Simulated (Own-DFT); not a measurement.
# Computed records: GaP (zincblende, atoms displaced)

A calculation, not a measurement: plane-wave PBE density functional theory by an unreviewed code, no spin, of a simulated periodic cell, stress positive in tension, free energy of the whole cell less one offset for each atom, forces on such cells passed a denser k mesh, this cell's mesh not checked; offsets are fitted by least squares, one for each functional and potential file, so energies compare only between cells with the same atoms and settings and are not formation energies; the far tail of each file's local potential was reset to the Coulomb form; each entry is a single point on an unrelaxed cell, so the pressure reflects the starting lattice, mostly measured values (interpolated for alloys), from which strain is counted, and rises with the displacements; printed positions are rounded, which can move forces by about a meV/angstrom; the program, named Own-DFT, is a retired in-house code; no spin-orbit coupling; before rounding, a Quantum ESPRESSO 7.3.1 run of the same cell and cutoff gave forces within 1 meV/angstrom rms on each cell, which checks the program and not the settings. Program: Own-DFT development build.

GaP (zincblende, atoms displaced)

```cif
# cell vector a (Å): 16.3515 0.0000 0.0000
# cell vector b (Å): 0.0000 10.9010 0.0000
# cell vector c (Å): 0.0000 0.0000 10.9010
data_GaP
_symmetry_space_group_name_H-M 'P 1'
_symmetry_Int_Tables_number 1
_cell_length_a 16.3515
_cell_length_b 10.9010
_cell_length_c 10.9010
_cell_angle_alpha 90.000
_cell_angle_beta 90.000
_cell_angle_gamma 90.000
_cell_volume 1943.08
loop_
_atom_site_label
_atom_site_type_symbol
_atom_site_fract_x
_atom_site_fract_y
_atom_site_fract_z
_atom_site_occupancy
Ga1 Ga 0.99598 0.00923 0.98451 1
Ga2 Ga 0.00142 0.24512 0.24944 1
Ga3 Ga 0.16965 0.99821 0.23178 1
Ga4 Ga 0.16940 0.23924 0.00704 1
P1 P 0.08305 0.10295 0.09838 1
P2 P 0.08880 0.40214 0.36769 1
P3 P 0.26840 0.13039 0.35300 1
P4 P 0.24966 0.37840 0.15393 1
Ga5 Ga 0.99642 0.00958 0.48973 1
Ga6 Ga 0.99692 0.25881 0.76835 1
Ga7 Ga 0.15576 0.99108 0.73199 1
Ga8 Ga 0.16874 0.24860 0.51493 1
P5 P 0.07541 0.12681 0.61404 1
P6 P 0.07413 0.39111 0.91038 1
P7 P 0.24138 0.12752 0.89609 1
P8 P 0.25559 0.39137 0.61145 1
Ga9 Ga 0.99234 0.50483 0.99803 1
Ga10 Ga 0.99242 0.72102 0.25037 1
Ga11 Ga 0.17345 0.50129 0.24820 1
Ga12 Ga 0.16263 0.75693 0.99496 1
P9 P 0.06188 0.61711 0.13255 1
P10 P 0.08167 0.87510 0.39500 1
P11 P 0.24598 0.61013 0.36811 1
P12 P 0.25120 0.88566 0.12580 1
Ga13 Ga 0.99351 0.51740 0.47384 1
Ga14 Ga 0.99152 0.74804 0.74509 1
Ga15 Ga 0.17560 0.49614 0.77093 1
Ga16 Ga 0.15541 0.77127 0.49754 1
P13 P 0.08159 0.63593 0.61981 1
P14 P 0.09136 0.88653 0.87267 1
P15 P 0.25240 0.63813 0.87287 1
P16 P 0.25401 0.89021 0.63064 1
Ga17 Ga 0.35666 0.99470 0.00949 1
Ga18 Ga 0.35134 0.24385 0.27362 1
Ga19 Ga 0.50578 0.00236 0.23287 1
Ga20 Ga 0.49941 0.24233 0.99621 1
P17 P 0.42197 0.13425 0.13002 1
P18 P 0.42529 0.37557 0.34683 1
P19 P 0.58745 0.10966 0.40158 1
P20 P 0.58666 0.37602 0.12914 1
Ga21 Ga 0.32897 0.01061 0.49610 1
Ga22 Ga 0.32010 0.23099 0.73092 1
Ga23 Ga 0.47859 0.00409 0.73731 1
Ga24 Ga 0.51335 0.25972 0.48817 1
P21 P 0.41826 0.13384 0.64978 1
P22 P 0.42613 0.37263 0.86633 1
P23 P 0.57959 0.14325 0.86855 1
P24 P 0.59566 0.36972 0.65626 1
Ga25 Ga 0.32197 0.50797 0.99071 1
Ga26 Ga 0.34438 0.75282 0.25015 1
Ga27 Ga 0.50360 0.49888 0.25914 1
Ga28 Ga 0.49716 0.72613 0.00599 1
P25 P 0.41653 0.64312 0.11897 1
P26 P 0.40497 0.87699 0.36798 1
P27 P 0.57280 0.64223 0.36069 1
P28 P 0.56935 0.85866 0.12980 1
Ga29 Ga 0.33354 0.49314 0.48558 1
Ga30 Ga 0.32683 0.72875 0.76243 1
Ga31 Ga 0.49544 0.51399 0.75220 1
Ga32 Ga 0.49139 0.75297 0.50255 1
P29 P 0.41865 0.63797 0.61204 1
P30 P 0.42539 0.87662 0.85929 1
P31 P 0.58873 0.63867 0.86682 1
P32 P 0.59103 0.87319 0.62885 1
Ga33 Ga 0.67479 0.01840 0.96716 1
Ga34 Ga 0.65231 0.25957 0.23461 1
Ga35 Ga 0.84157 0.01049 0.25662 1
Ga36 Ga 0.83620 0.28396 0.00807 1
P33 P 0.75943 0.14487 0.12530 1
P34 P 0.75319 0.36200 0.38256 1
P35 P 0.92543 0.13142 0.37036 1
P36 P 0.93418 0.38577 0.13213 1
Ga37 Ga 0.66701 0.98576 0.51167 1
Ga38 Ga 0.67321 0.25177 0.75675 1
Ga39 Ga 0.81979 0.01872 0.73148 1
Ga40 Ga 0.82986 0.23097 0.50635 1
P37 P 0.74814 0.12914 0.61371 1
P38 P 0.76617 0.38078 0.85914 1
P39 P 0.92063 0.11901 0.88152 1
P40 P 0.92116 0.36022 0.61831 1
Ga41 Ga 0.67758 0.49734 0.00818 1
Ga42 Ga 0.67999 0.75914 0.25188 1
Ga43 Ga 0.82162 0.51273 0.25145 1
Ga44 Ga 0.83789 0.75865 0.98342 1
P41 P 0.75618 0.65777 0.13917 1
P42 P 0.75669 0.86808 0.37359 1
P43 P 0.92697 0.62265 0.37297 1
P44 P 0.92422 0.86864 0.14200 1
Ga45 Ga 0.67223 0.48328 0.48156 1
Ga46 Ga 0.66547 0.77336 0.74516 1
Ga47 Ga 0.83384 0.50919 0.72821 1
Ga48 Ga 0.81421 0.75029 0.51787 1
P45 P 0.74917 0.64840 0.64466 1
P46 P 0.77024 0.88838 0.86658 1
P47 P 0.91049 0.60905 0.89300 1
P48 P 0.92503 0.85988 0.65260 1
```

```
functional                        : PBE
potential files                   : PseudoDojo norm-conserving, scalar-relativistic, standard set
wave cutoff                       : 42 hartree
occupations                       : Fermi-Dirac
smearing width                    : 0.1 eV
k mesh                            : 2 x 3 x 3 centred on Gamma
free energy of cell above offsets : -17.219 eV
pressure                          : 8.13 GPa
stress xx                         : -8.04 GPa
stress yy                         : -8.75 GPa
stress zz                         : -7.6 GPa
stress yz                         : 3.14 GPa
stress xz                         : 0.87 GPa
stress xy                         : 1.66 GPa
```

Force:
```csv
element,x (eV/Å),y (eV/Å),z (eV/Å)
Ga,0.994,-4.128,1.468
Ga,2.567,0.984,-0.938
Ga,-1.378,0.759,2.063
Ga,-1.329,3.202,2.053
P,0.417,2.19,3.311
P,-1.056,-3.468,1.352
P,-4.914,-1.97,2.747
P,2.096,-2.297,-3.477
Ga,0.191,-1.909,1.559
Ga,0.8,-0.129,-0.143
Ga,0.785,1.724,0.235
Ga,0.046,0.979,-2.099
P,0.533,0.804,1.693
P,3.96,-3.096,-3.528
P,2.79,-2.069,-3.586
P,-1.12,-2.02,2.425
Ga,-0.158,1.195,1.794
Ga,1.089,5.165,-0.037
Ga,-2.732,1.284,-1.074
Ga,-0.233,-0.074,1.482
P,5.415,-0.446,-2.329
P,-2.43,2.73,-5.362
P,1.556,3.678,1.358
P,2.041,-2.444,-1.311
Ga,4.648,-4.81,5.438
Ga,4.995,-4.712,4.865
Ga,-1.842,-0.013,-1.341
Ga,4.282,-3.207,3.124
P,0.047,-1.487,0.791
P,-2.384,-1.502,0.137
P,-3.981,-2.368,3.29
P,0.018,-1.771,-0.497
Ga,-2.018,-0.129,-0.853
Ga,-0.787,0.616,-3.941
Ga,-0.331,0.07,2.35
Ga,0.042,1.919,0.608
P,0.271,-0.164,-0.402
P,0.545,0.93,4.938
P,-0.69,0.691,-3.3
P,-2.728,2.811,-2.949
Ga,0.937,-0.409,0.718
Ga,-1.66,2.003,2.644
Ga,5.222,-2.459,1.483
Ga,-0.477,0.494,1.979
P,-1.158,2.893,-6.309
P,-2.286,0.351,0.538
P,0.696,-2.303,-0.865
P,-2.339,2.73,-3.961
Ga,1.953,-1.736,1.792
Ga,-3.319,-1.04,-0.584
Ga,1.158,2.185,-2.957
Ga,2.926,2.814,-3.403
P,-2.699,-4.553,1.752
P,2.632,2.041,2.106
P,2.139,-0.502,1.476
P,3.017,0.496,-0.884
Ga,1.588,1.254,-0.964
Ga,4.077,4.651,-4.544
Ga,1.147,-0.179,-0.346
Ga,1.907,2.302,-2.077
P,-2.362,-2.874,2.152
P,-1.567,-2.681,2.666
P,0.105,-1.079,1.059
P,-4.401,1.393,-1.207
Ga,-0.076,-0.434,1.917
Ga,3.677,-3.827,3.661
Ga,-0.504,-0.776,-1.103
Ga,1.49,-1.337,0.365
P,-1.282,-0.782,-0.099
P,0.556,-0.195,-2.254
P,-2.145,0.083,0.848
P,-3.321,-0.758,0.993
Ga,1.604,0.102,-1.297
Ga,1.456,-0.93,1.066
Ga,4.122,-1.392,1.496
Ga,2.809,2.151,-1.708
P,-2.997,-0.562,0.783
P,-1.618,0.155,0.934
P,-3.668,2.9,-2.376
P,-0.518,1.685,-0.399
Ga,0.011,1.023,-0.81
Ga,-4.609,1.064,0.728
Ga,1.951,-1.128,0.66
Ga,1.016,0.031,2.421
P,1.056,-2.999,-3.621
P,0.173,2.587,1.063
P,-8.813,2.315,-0.36
P,-0.771,1.082,-1.868
Ga,-2.171,2.046,2.355
Ga,1.669,-1.211,3.46
Ga,1.47,-0.561,0.371
Ga,4.182,1.275,-1.653
P,-1.837,-3.324,-0.212
P,-3.103,0.022,-0.093
P,-1.179,1.847,-3.44
P,-5.885,6.538,-6.007
```
